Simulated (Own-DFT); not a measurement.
SiC (4H silicon carbide, atoms displaced) (calculated)

A calculation, not a measurement: plane-wave PBE density functional theory by an unreviewed code, no spin, of a simulated periodic cell, stress positive in tension, free energy of the whole cell less one offset for each atom, forces on such cells passed a denser k mesh, this cell's mesh not checked; offsets are fitted by least squares, one for each functional and potential file, so energies compare only between cells with the same atoms and settings and are not formation energies; the far tail of each file's local potential was reset to the Coulomb form; each entry is a single point on an unrelaxed cell, so the pressure reflects the starting lattice, mostly measured values (interpolated for alloys), from which strain is counted, and rises with the displacements; printed positions are rounded, which can move forces by about a meV/angstrom; the program, named Own-DFT, is a retired in-house code; no spin-orbit coupling. Program: Own-DFT development build.

Common to all runs: functional PBE; potential files PseudoDojo norm-conserving, scalar-relativistic, standard set; wave cutoff 42 hartree; occupations Fermi-Dirac; smearing width 0.1 eV; hardware one NVIDIA H100; k mesh 4 x 4 x 3 centred on Gamma.

(1) SiC (4H silicon carbide, atoms displaced)

```
cell vectors (Å)
   9.2481     0.0000     0.0000
  -4.6241     8.0091     0.0000
   0.0000     0.0000    10.0681
atoms (fractions of the cell vectors)
Si  0.00767  0.00442  0.40755
Si  0.10962  0.22789  0.15524
C   0.01115  0.00372  0.09395
C   0.10667  0.21481  0.34967
Si  0.99688  0.33603  0.39969
Si  0.12528  0.56780  0.15088
C   0.00841  0.34110  0.08277
C   0.10454  0.55407  0.33612
Si  0.99246  0.66273  0.41443
Si  0.11407  0.89995  0.15219
C   0.99869  0.66769  0.09152
C   0.11595  0.88562  0.35275
Si  0.34064  0.00136  0.40361
Si  0.44944  0.22317  0.15432
C   0.33263  0.00021  0.10194
C   0.44504  0.23544  0.34152
Si  0.34237  0.33081  0.39954
Si  0.45204  0.56448  0.15909
C   0.33631  0.32795  0.09096
C   0.44121  0.54383  0.34627
Si  0.35029  0.67460  0.39382
Si  0.44857  0.88717  0.15509
C   0.34577  0.66750  0.09960
C   0.43859  0.88481  0.34012
Si  0.66180  0.99446  0.41031
Si  0.77027  0.22833  0.16069
C   0.65750  0.99102  0.09824
C   0.78433  0.22386  0.34525
Si  0.66594  0.33333  0.39931
Si  0.77746  0.54938  0.15333
C   0.65954  0.33222  0.10150
C   0.77657  0.55785  0.34926
Si  0.66954  0.66628  0.40065
Si  0.78584  0.86728  0.14919
C   0.65992  0.65996  0.09845
C   0.76712  0.87590  0.33421
Si  0.99483  0.00101  0.91145
Si  0.89108  0.77518  0.65593
C   0.00476  0.99332  0.58574
C   0.88582  0.76081  0.83778
Si  0.98845  0.65830  0.91122
Si  0.90000  0.45366  0.66158
C   0.00359  0.67534  0.59794
C   0.88621  0.44643  0.84588
Si  0.01118  0.32884  0.90281
Si  0.89045  0.11206  0.66993
C   0.99288  0.32236  0.58986
C   0.87998  0.11281  0.84761
Si  0.66225  0.99994  0.90991
Si  0.54727  0.77449  0.65125
C   0.67124  0.99916  0.59096
C   0.54844  0.77137  0.85240
Si  0.66684  0.66355  0.90810
Si  0.56814  0.45633  0.64854
C   0.66980  0.67020  0.59004
C   0.56326  0.44577  0.84763
Si  0.66566  0.33493  0.91714
Si  0.56135  0.11272  0.64266
C   0.65493  0.31482  0.59269
C   0.54793  0.11331  0.84797
Si  0.32453  0.99584  0.90438
Si  0.23045  0.79375  0.65953
C   0.31442  0.99228  0.58706
C   0.21663  0.76734  0.84030
Si  0.33767  0.67155  0.90822
Si  0.21597  0.44976  0.66590
C   0.33868  0.67860  0.59795
C   0.22305  0.45038  0.84878
Si  0.33161  0.34217  0.90307
Si  0.22707  0.11278  0.65219
C   0.33188  0.32026  0.58953
C   0.22958  0.11196  0.83956
```

```
free energy of cell above offsets : -3.414 eV
pressure                          : 6.08 GPa
stress xx                         : -5.66 GPa
stress yy                         : -6.92 GPa
stress zz                         : -5.67 GPa
stress yz                         : 1.59 GPa
stress xz                         : 0.2 GPa
stress xy                         : 0.52 GPa
wall time                         : 347 s
```

Force:
```csv
element,x (eV/Å),y (eV/Å),z (eV/Å)
Si,-0.753,-2.342,-0.935
Si,1.059,-0.199,0.841
C,-2.644,0.172,-0.663
C,0.074,2.257,-1.961
Si,2.144,-0.098,1.236
Si,-1.426,-1.608,0.441
C,-1.082,-0.359,2.125
C,1.121,0.727,1.189
Si,1.536,0.988,-1.32
Si,1.894,-2.448,2.61
C,0.266,0.555,0.697
C,-1.129,0.518,-2.145
Si,-2.052,-0.014,0.014
Si,-2.519,-0.887,0.727
C,0.943,-0.285,-1.717
C,4.122,-3.542,-1.367
Si,-4.66,0.074,2.822
Si,-0.03,-3.465,0.442
C,-1.276,1.468,0.218
C,0.275,2.424,-0.964
Si,-2.707,-2.734,2.655
Si,-1.434,0.331,0.306
C,-1.991,0.686,-1.472
C,1.457,1.865,0.325
Si,1.392,0.299,-2.299
Si,3.037,-1.802,-0.956
C,2.631,1.93,-0.992
C,-2.263,-1.082,-0.52
Si,0.352,0.049,1.867
Si,-0.258,1.403,1.759
C,1.619,0.609,-1.051
C,0.954,-0.972,-1.45
Si,-0.962,-0.2,1.177
Si,-2.67,4.088,1.736
C,2.587,-0.861,-2.029
C,0.955,1.949,1.123
Si,1.705,-0.685,-2.165
Si,-1.01,1.033,-0.599
C,-1.647,0.918,3.257
C,-2.03,2.845,1.823
Si,2.042,0.632,-1.317
Si,-1.232,-1.85,-1.024
C,1.238,-1.875,-0.261
C,1.138,-1.61,0.673
Si,-3.627,1.24,0.587
Si,0.63,-1.082,-3.97
C,0.104,2.327,1.438
C,1.671,-0.932,0.899
Si,-1.543,-0.28,0.361
Si,2.308,0.902,1.788
C,-0.213,-0.441,1.175
C,1.866,1.436,-1.862
Si,-0.32,-0.149,-0.567
Si,-0.758,-3.382,1.359
C,-0.277,0.467,-0.212
C,-1.659,0.212,-0.839
Si,0.32,-0.899,-2.443
Si,-1.657,-2.997,3.346
C,0.752,5.779,-1.7
C,1.326,-0.559,-0.734
Si,1.362,-0.087,0.792
Si,-0.165,-2.849,-0.691
C,3.732,2.164,-0.166
C,-0.568,1.288,1.97
Si,-1.069,-0.439,0.557
Si,1.54,-0.697,-3.213
C,-1.45,-1.932,-1.749
C,0.664,0.045,-0.713
Si,2.775,-1.576,0.316
Si,-1.241,-0.774,0.584
C,-0.444,3.85,0.325
C,-2.825,0.463,0.504
```

(2) SiC (4H silicon carbide, atoms displaced)

```
cell vectors (Å)
   9.2481     0.0000     0.0000
  -4.6241     8.0091     0.0000
   0.0000     0.0000    10.0681
atoms (fractions of the cell vectors)
Si  0.99473  0.98713  0.40465
Si  0.10771  0.21976  0.15814
C   0.00315  0.99960  0.09809
C   0.10424  0.22571  0.33591
Si  0.99908  0.33479  0.41577
Si  0.11474  0.54826  0.15360
C   0.99403  0.32492  0.09988
C   0.10589  0.55355  0.33336
Si  0.00206  0.66350  0.40972
Si  0.11007  0.89205  0.15350
C   0.00037  0.67539  0.08777
C   0.12457  0.89479  0.34360
Si  0.33523  0.99658  0.40821
Si  0.43970  0.22876  0.16211
C   0.33769  0.99615  0.09446
C   0.44642  0.23029  0.34324
Si  0.33612  0.33911  0.40271
Si  0.43775  0.55461  0.15703
C   0.33227  0.32407  0.08402
C   0.43210  0.53790  0.34608
Si  0.33425  0.64723  0.40768
Si  0.44468  0.88767  0.15690
C   0.32602  0.66552  0.08397
C   0.44167  0.87402  0.33644
Si  0.67320  0.00469  0.40288
Si  0.78710  0.22732  0.15377
C   0.67193  0.00553  0.09579
C   0.77336  0.22880  0.34174
Si  0.66040  0.33527  0.41317
Si  0.78739  0.57309  0.15192
C   0.66257  0.33804  0.09580
C   0.76681  0.54481  0.34934
Si  0.67032  0.66638  0.40690
Si  0.78315  0.88723  0.16766
C   0.67274  0.66627  0.09157
C   0.76782  0.88511  0.34687
Si  0.99705  0.00782  0.90027
Si  0.89823  0.77865  0.65617
C   0.00346  0.99657  0.58861
C   0.89490  0.77856  0.83643
Si  0.00070  0.66412  0.90061
Si  0.88870  0.45262  0.67003
C   0.99536  0.66338  0.60250
C   0.87725  0.44908  0.84214
Si  0.00491  0.33757  0.91437
Si  0.89511  0.11522  0.64333
C   0.00725  0.34353  0.59153
C   0.87971  0.10738  0.84143
Si  0.66068  0.98503  0.90518
Si  0.56689  0.79324  0.65579
C   0.67358  0.99427  0.59358
C   0.55465  0.77367  0.85605
Si  0.66258  0.65339  0.91658
Si  0.56468  0.45150  0.65167
C   0.65868  0.65649  0.60217
C   0.55905  0.44920  0.84995
Si  0.65738  0.32889  0.89967
Si  0.54955  0.11894  0.66470
C   0.66749  0.33856  0.59365
C   0.55753  0.12246  0.85498
Si  0.33733  0.00486  0.89419
Si  0.21963  0.77363  0.65986
C   0.32740  0.99684  0.59482
C   0.21654  0.78547  0.84502
Si  0.32994  0.67588  0.90318
Si  0.21399  0.44843  0.65149
C   0.33650  0.66200  0.59178
C   0.21579  0.45026  0.84384
Si  0.32543  0.33014  0.90924
Si  0.22494  0.12604  0.66390
C   0.33161  0.34732  0.59443
C   0.22256  0.11290  0.85284
```

```
free energy of cell above offsets : -3.800 eV
pressure                          : 5.97 GPa
stress xx                         : -3.71 GPa
stress yy                         : -7.14 GPa
stress zz                         : -7.05 GPa
stress yz                         : 0.41 GPa
stress xz                         : 0.42 GPa
stress xy                         : 0.23 GPa
wall time                         : 350 s
```

Force:
```csv
element,x (eV/Å),y (eV/Å),z (eV/Å)
Si,0.61,2.11,-0.568
Si,0.832,-0.198,-1.082
C,-1.378,0.351,-0.958
C,1.047,-0.943,2.964
Si,-0.868,0.157,-4.041
Si,-2.265,1.2,-0.452
C,1.844,1.95,-1.942
C,1.147,-0.287,2.93
Si,-0.542,0.197,-0.727
Si,2.51,-0.081,0.052
C,1.448,-1.163,0.362
C,-2.34,-1.856,-0.046
Si,0.986,0.708,-0.722
Si,2.736,-1.624,-1.76
C,-1.483,1.185,-0.66
C,-0.307,-1.549,1.593
Si,-0.995,-4.54,1.784
Si,0.897,-0.522,-1.27
C,-2.281,1.762,3.092
C,1.835,4.191,-2.217
Si,-2.971,2.696,-0.728
Si,0.19,0.315,-1.097
C,1.401,-0.008,1.771
C,0.196,0.879,2.719
Si,-2.382,-0.117,0.145
Si,-4.153,-0.869,0.942
C,0.504,-1.331,-0.093
C,1.098,-0.68,1.459
Si,1.01,-1.093,-1.796
Si,0.815,-3.955,1.286
C,1.266,0.388,-0.617
C,1.276,3.275,-1.11
Si,-1.166,-1.135,1.222
Si,-1.243,0.574,-3.171
C,-2.422,1.134,2.585
C,2.241,-0.517,0.52
Si,0.716,-2.137,1.275
Si,-2.633,0.077,0.067
C,-0.328,0.968,0.703
C,-1.231,0.385,2.079
Si,-1.86,1.276,1.38
Si,0.342,-1.575,-3.498
C,1.82,0.213,-1.996
C,2.251,-1.223,2.505
Si,-1.932,-1.181,-1.445
Si,0.047,-0.428,2.119
C,-2.28,-1.265,1.396
C,0.658,1.494,-0.66
Si,-0.224,3.097,1.798
Si,0.061,-4.624,1.576
C,-1.806,3.488,-1.096
C,-0.378,-0.892,-2.34
Si,0.407,2.927,-2.711
Si,-2.303,-2.016,2.487
C,0.891,4.517,-2.341
C,-1.469,-2.2,-1.95
Si,0.233,3.137,3.843
Si,1.423,-0.968,-1.137
C,0.634,-0.84,1.226
C,1.181,-3.913,-3.022
Si,-0.835,-0.209,3.827
Si,0.358,0.468,-1.126
C,0.438,0.946,0.868
C,2.045,-0.731,-0.98
Si,0.703,-1.005,-0.24
Si,2.404,0.457,2.085
C,-0.938,1.909,0.726
C,0.798,-0.277,-0.179
Si,0.761,1.752,-1.927
Si,0.351,-1.116,-1.594
C,1.452,-1.498,-0.147
C,-0.847,0.385,-1.943
```

(3) SiC (4H silicon carbide, atoms displaced)

```
cell vectors (Å)
   9.2481     0.0000     0.0000
  -4.6241     8.0091     0.0000
   0.0000     0.0000    10.0681
atoms (fractions of the cell vectors)
Si  0.99742  0.99883  0.40250
Si  0.09827  0.21042  0.15492
C   0.00773  0.01460  0.09554
C   0.11115  0.21708  0.33600
Si  0.99868  0.33611  0.40135
Si  0.09995  0.54524  0.15612
C   0.99018  0.32298  0.09583
C   0.11091  0.56236  0.34714
Si  0.00105  0.67931  0.40887
Si  0.09680  0.88759  0.15665
C   0.00191  0.66266  0.10249
C   0.10651  0.88702  0.34506
Si  0.33631  0.99527  0.41460
Si  0.44774  0.22079  0.14697
C   0.33776  0.00828  0.08346
C   0.43815  0.21689  0.34548
Si  0.33722  0.35242  0.39578
Si  0.43337  0.54775  0.15761
C   0.32946  0.33509  0.08775
C   0.44352  0.54856  0.34609
Si  0.33452  0.66237  0.40708
Si  0.44597  0.89968  0.16448
C   0.33240  0.66703  0.09579
C   0.45227  0.88317  0.33602
Si  0.67379  0.00577  0.40156
Si  0.78732  0.23116  0.16252
C   0.66930  0.00109  0.09130
C   0.77928  0.23206  0.35299
Si  0.66703  0.33021  0.40533
Si  0.77379  0.54868  0.14698
C   0.67055  0.32195  0.09636
C   0.77326  0.54509  0.34547
Si  0.67979  0.67030  0.40249
Si  0.78102  0.89459  0.16079
C   0.65691  0.64847  0.09654
C   0.75884  0.86902  0.34623
Si  0.01764  0.02003  0.89741
Si  0.89781  0.77659  0.65419
C   0.99106  0.99446  0.59509
C   0.87408  0.76955  0.85346
Si  0.00335  0.65482  0.90390
Si  0.89984  0.45025  0.64609
C   0.00348  0.68440  0.59807
C   0.89662  0.44742  0.85202
Si  0.99449  0.34211  0.89905
Si  0.88152  0.11265  0.65441
C   0.00843  0.33489  0.59715
C   0.89067  0.11693  0.85212
Si  0.66615  0.99482  0.90159
Si  0.55791  0.78154  0.66048
C   0.65707  0.99868  0.59027
C   0.56372  0.78707  0.83218
Si  0.66459  0.65793  0.90485
Si  0.56448  0.44341  0.65779
C   0.67202  0.65957  0.58295
C   0.55663  0.44900  0.83711
Si  0.67400  0.33322  0.90193
Si  0.55812  0.12257  0.66073
C   0.66992  0.33126  0.59535
C   0.56158  0.10906  0.83814
Si  0.34528  0.00782  0.90071
Si  0.22732  0.79496  0.65532
C   0.34428  0.00690  0.59252
C   0.22357  0.77397  0.84805
Si  0.33620  0.67847  0.90495
Si  0.23169  0.45221  0.64527
C   0.33161  0.65413  0.58378
C   0.21677  0.43673  0.83188
Si  0.32925  0.33494  0.91290
Si  0.22051  0.10719  0.65738
C   0.33545  0.32544  0.59114
C   0.20858  0.10252  0.85333
```

```
free energy of cell above offsets : -1.942 eV
pressure                          : 6.77 GPa
stress xx                         : -5.78 GPa
stress yy                         : -8.49 GPa
stress zz                         : -6.06 GPa
stress yz                         : 1.31 GPa
stress xz                         : 0.48 GPa
stress xy                         : 0.62 GPa
wall time                         : 360.3 s
```

Force:
```csv
element,x (eV/Å),y (eV/Å),z (eV/Å)
Si,-0.257,-0.116,1.131
Si,1.062,4.544,0.385
C,-0.633,-5.049,-1.676
C,-1.364,1.064,1.448
Si,1.395,0.432,1.262
Si,1.807,1.203,0.799
C,1.475,2.046,-1.125
C,0.31,-0.57,-0.089
Si,0.321,-2.764,-0.504
Si,2.629,0.442,-0.569
C,-1.45,0.458,-2.18
C,0.601,1.384,-0.194
Si,-0.402,0.789,-3.297
Si,-1.03,0.41,1.926
C,-0.404,-1.596,1.56
C,0.622,0.537,-0.88
Si,1.464,-7.244,2.933
Si,0.68,1.088,-0.19
C,0.197,-0.99,2.188
C,-0.1,4.802,-1.971
Si,-0.014,0.41,-1.929
Si,0.44,-1.208,-4.099
C,-0.611,0.3,-0.344
C,-1.489,0.881,3.89
Si,-0.999,-1.112,1.085
Si,-1.038,-2.816,-0.23
C,-0.534,0.017,0.944
C,1.726,-2.028,-1.959
Si,-2.636,0.293,0.805
Si,0.72,-0.318,2.03
C,-1.495,1.671,-1.771
C,0.669,1.742,-0.976
Si,-1.434,-4.476,0.985
Si,-0.44,-1.687,-1.658
C,-0.739,2.196,-0.862
C,1.558,5.604,-1.482
Si,-7.213,-5.877,3.527
Si,-5.543,0.989,2.49
C,0.704,1.133,-0.477
C,3.961,2.081,-1.856
Si,-2.27,3.709,2.014
Si,-0.561,0.008,1.442
C,4.188,-2.783,-1.644
C,-2.884,-0.354,-3.47
Si,4.39,-2.516,1.796
Si,0.85,-0.423,0.867
C,-1.046,-0.024,-1.864
C,-0.363,-0.07,-2.079
Si,0.921,1.197,1.398
Si,0.663,-1.321,-4.314
C,0.695,0.755,0.125
C,-0.483,-2.026,3.741
Si,-1.745,1.09,1.126
Si,-1.708,0.305,-2.099
C,-0.554,1.08,2.336
C,0.437,-2.313,1.855
Si,-1.092,0.032,0.952
Si,1.654,-1.61,-1.805
C,0.749,1.336,-0.313
C,-0.671,0.998,1.176
Si,-1.683,-1.448,0.931
Si,1.61,-2.958,0.573
C,-1.237,-0.092,1.6
C,-1.259,2.194,-1.908
Si,2.339,-2.632,0.447
Si,0.743,-3.422,2
C,-0.615,4.414,1.789
C,0.009,1.84,1.895
Si,-0.044,0.263,-3.215
Si,-1.138,0.959,-0.399
C,-0.349,1.232,-0.279
C,7.932,3.915,-3.745
```

(4) SiC (4H silicon carbide, atoms displaced)

```
cell vectors (Å)
   9.2481     0.0000     0.0000
  -4.6241     8.0091     0.0000
   0.0000     0.0000    10.0681
atoms (fractions of the cell vectors)
Si  0.98747  0.99484  0.40738
Si  0.11644  0.22996  0.14419
C   0.99376  0.99066  0.08822
C   0.10973  0.21992  0.34529
Si  0.00509  0.32810  0.40101
Si  0.11283  0.55454  0.15503
C   0.00343  0.33337  0.08792
C   0.12082  0.56182  0.35117
Si  0.00086  0.66739  0.39980
Si  0.10597  0.88628  0.15197
C   0.99835  0.66909  0.09068
C   0.11335  0.88990  0.34193
Si  0.33929  0.99918  0.41153
Si  0.44613  0.21879  0.16056
C   0.32055  0.98418  0.09274
C   0.44859  0.21982  0.33283
Si  0.33646  0.35001  0.40758
Si  0.43875  0.57249  0.15098
C   0.33455  0.34205  0.09933
C   0.44317  0.55370  0.34411
Si  0.33475  0.66567  0.40073
Si  0.44832  0.88770  0.15512
C   0.32951  0.66036  0.08320
C   0.45188  0.87965  0.34480
Si  0.66263  0.99300  0.40549
Si  0.78144  0.20960  0.16735
C   0.67395  0.99502  0.09035
C   0.76790  0.22822  0.34530
Si  0.66399  0.32829  0.41627
Si  0.77999  0.55871  0.15259
C   0.66028  0.32521  0.08879
C   0.77091  0.54477  0.32584
Si  0.65965  0.66725  0.40127
Si  0.76490  0.88237  0.15081
C   0.66857  0.66518  0.09943
C   0.78124  0.90099  0.35023
Si  0.01139  0.99805  0.91070
Si  0.90764  0.79583  0.63989
C   0.98428  0.98517  0.59981
C   0.87671  0.77345  0.84628
Si  0.00078  0.67327  0.90993
Si  0.90390  0.44909  0.65787
C   0.99740  0.67920  0.57936
C   0.88933  0.43657  0.84338
Si  0.99469  0.32512  0.90878
Si  0.88605  0.11501  0.65737
C   0.99247  0.32859  0.59571
C   0.88353  0.10715  0.85814
Si  0.67501  0.01167  0.90848
Si  0.56013  0.78951  0.66049
C   0.66283  0.99461  0.58286
C   0.55219  0.77491  0.83993
Si  0.66232  0.66356  0.90381
Si  0.54748  0.44050  0.66403
C   0.66813  0.66829  0.58488
C   0.56413  0.43969  0.85508
Si  0.66869  0.33104  0.90550
Si  0.55391  0.09904  0.65674
C   0.66894  0.34552  0.59229
C   0.56162  0.10255  0.84378
Si  0.32858  0.98244  0.90337
Si  0.23850  0.78644  0.66459
C   0.31997  0.00129  0.59324
C   0.22443  0.78637  0.84353
Si  0.32092  0.65277  0.89640
Si  0.21444  0.43378  0.65262
C   0.33136  0.67303  0.59501
C   0.22190  0.43800  0.84648
Si  0.33738  0.33035  0.90484
Si  0.21362  0.10477  0.64451
C   0.33772  0.32377  0.59881
C   0.22570  0.10580  0.83790
```

```
pressure : withheld
```

Q: Estimate the pressure of SiC (4H silicon carbide, atoms displaced) (entry 4).
A: 6.7 GPa

Q: Give the table of force values for SiC (4H silicon carbide, atoms displaced) (entry 4).
A: 
Force:
```csv
element,x (eV/Å),y (eV/Å),z (eV/Å)
Si,3.123,1.063,-0.218
Si,0.291,-2.11,1.942
C,-0.146,1.603,1.818
C,0.666,-0.007,-0.561
Si,-2.399,1.017,0.849
Si,-0.826,0.157,0.253
C,-1.096,0.046,2.157
C,-1.15,-1.854,-2.09
Si,-0.897,-0.202,-0.733
Si,-0.028,0.214,1.497
C,1.006,-0.914,0.712
C,-0.494,0.175,0.097
Si,-1.054,0.03,-2.252
Si,-0.827,0.078,-3.127
C,1.581,1.874,-0.314
C,-0.799,-0.05,4.93
Si,1.501,-4.305,-0.279
Si,4.104,-3.495,1.181
C,1.299,-0.527,-1.366
C,-1.102,2.024,-1.329
Si,0.436,0.163,2.335
Si,-0.906,-0.216,-0.52
C,-2.017,2.208,0.187
C,-1.998,1.057,-0.947
Si,-0.072,2.128,-0.636
Si,-1.834,2.007,-2.514
C,-2.931,0.852,0.738
C,3.578,-1.968,0.869
Si,-1.69,1.773,-2.88
Si,-0.121,-2.192,-1.423
C,1.584,0.253,0.654
C,0.163,1.375,4.547
Si,2.232,-0.048,0.104
Si,3.62,0.202,1.53
C,-2.015,0.136,-1.564
C,-0.636,-2.709,-2.708
Si,-2.046,-0.715,-1.765
Si,-2.497,-9.856,4.718
C,-0.465,10.02,-3.23
C,2.535,1.09,-1.363
Si,-0.761,-1.305,-1.788
Si,-3.751,1.371,-0.616
C,3.412,-1.922,2.428
C,0.144,1.705,0.248
Si,0.36,1.013,-0.918
Si,-0.129,-1.835,1.153
C,1.839,0.092,-1.555
C,2.657,0.488,-3.002
Si,-0.176,-3.51,0.181
Si,0.967,-2.911,-1.885
C,0.009,1.49,2.491
C,-0.331,0.386,1.619
Si,-0.108,0.342,0.856
Si,2.384,1.915,-0.569
C,-0.661,-0.001,1.763
C,-2.46,0.596,-2.016
Si,1.096,-1.223,0.479
Si,-1.311,2.47,-0.544
C,1.182,-1.86,2.25
C,-2.438,0.902,-0.491
Si,0.288,5.328,1.757
Si,-3.373,-0.671,-2.799
C,3.953,-0.806,0.028
C,0.111,-5.025,-0.495
Si,1.031,2.305,0.576
Si,0.852,1.5,0.947
C,1.669,-1.437,-0.404
C,-0.602,-1.163,-1.433
Si,0.098,-0.389,1.156
Si,-0.76,0.301,2.565
C,-2.829,1.239,-1.635
C,-0.037,0.237,0.35
```

Further results for SiC (4H silicon carbide, atoms displaced) (entry 4):

```
free energy of cell above offsets : -1.892 eV
stress xx                         : -6.1 GPa
stress yy                         : -6.9 GPa
stress zz                         : -7.09 GPa
stress yz                         : 0.51 GPa
stress xz                         : 0.15 GPa
stress xy                         : 1.27 GPa
wall time                         : 367.2 s
```
